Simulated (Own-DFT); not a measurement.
# Stretching a layer in its plane: wurtzite GaN, 72 atoms (Ga36N36)

Everything here is calculated. The program is Own-DFT (plane waves, in-house, since retired, never reviewed by a person); positions were held fixed, and spin and spin-orbit coupling were off.

Settings: PBE; PseudoDojo norm-conserving scalar-relativistic files (stringent for Ga); cutoff 96 hartree; 4 x 4 x 3 k mesh centred on Gamma; Gaussian smearing of 0.01 eV.

Limits: forces not confirmed at this smearing and k mesh; stress not checked against mesh or cutoff.

Unstrained cell vectors in Å: (9.567, 0.000, 0.000); (-4.784, 8.285, 0.000); (0.000, 0.000, 10.370). The unstrained cell has measured lattice constants (interpolated for alloys), not those of this functional. That, the random moves and any unrelaxed bonds set the pressure at no strain. Each run strains x and y alike by e, as a substrate would, and holds the height along z. All atoms carry random offsets, Gaussian with a width of 0.05 Å per axis. Stress is positive in tension.

| e (%) | u (Å) | (s_xx + s_yy)/2 (GPa) | s_zz (GPa) |
|---|---|---|---|
| -3.00 | 0.047 | -25.43 | -12.69 |
| -2.25 | 0.048 | -19.95 | -10.61 |
| -1.75 | 0.049 | -16.68 | -10.90 |
| -1.00 | 0.049 | -13.20 | -7.64 |
| -0.25 | 0.052 | ? | ? |
| 0.25 | 0.052 | -5.56 | -7.77 |
| 0.50 | 0.048 | -4.80 | -5.42 |
| 0.75 | 0.047 | -3.07 | -5.55 |
| 1.50 | 0.052 | -0.30 | -5.40 |
| 1.75 | 0.055 | 1.17 | -5.20 |

## Analysis

With e as a fraction, the in-plane stress is -7.1 + 516 e - 2948 e² GPa (errors 11 and 671, scatter 0.40), and s_zz is -7.3 + 160 e GPa (slope ± 19, scatter 0.90). At e = 0 the first slope is C11 + C12 and the second 2 C13, both with the ions held to the strained lattice and at the cell's own pressure. The term in e² is negative: the layer stiffens under compression and softens under tension. A free layer would change its height as e changes, and the in-plane slope would drop by 2 C13²/C33 to the biaxial modulus. At fixed height, a misfit of 1 % moves the in-plane stress by about 5.2 GPa and s_zz by 1.6 GPa.

## Check

The question: what are the two stresses at e = -0.25 %?

From the fit: -8.4 and -7.7 GPa. The hidden result is -9.55 and -6.39 GPa.
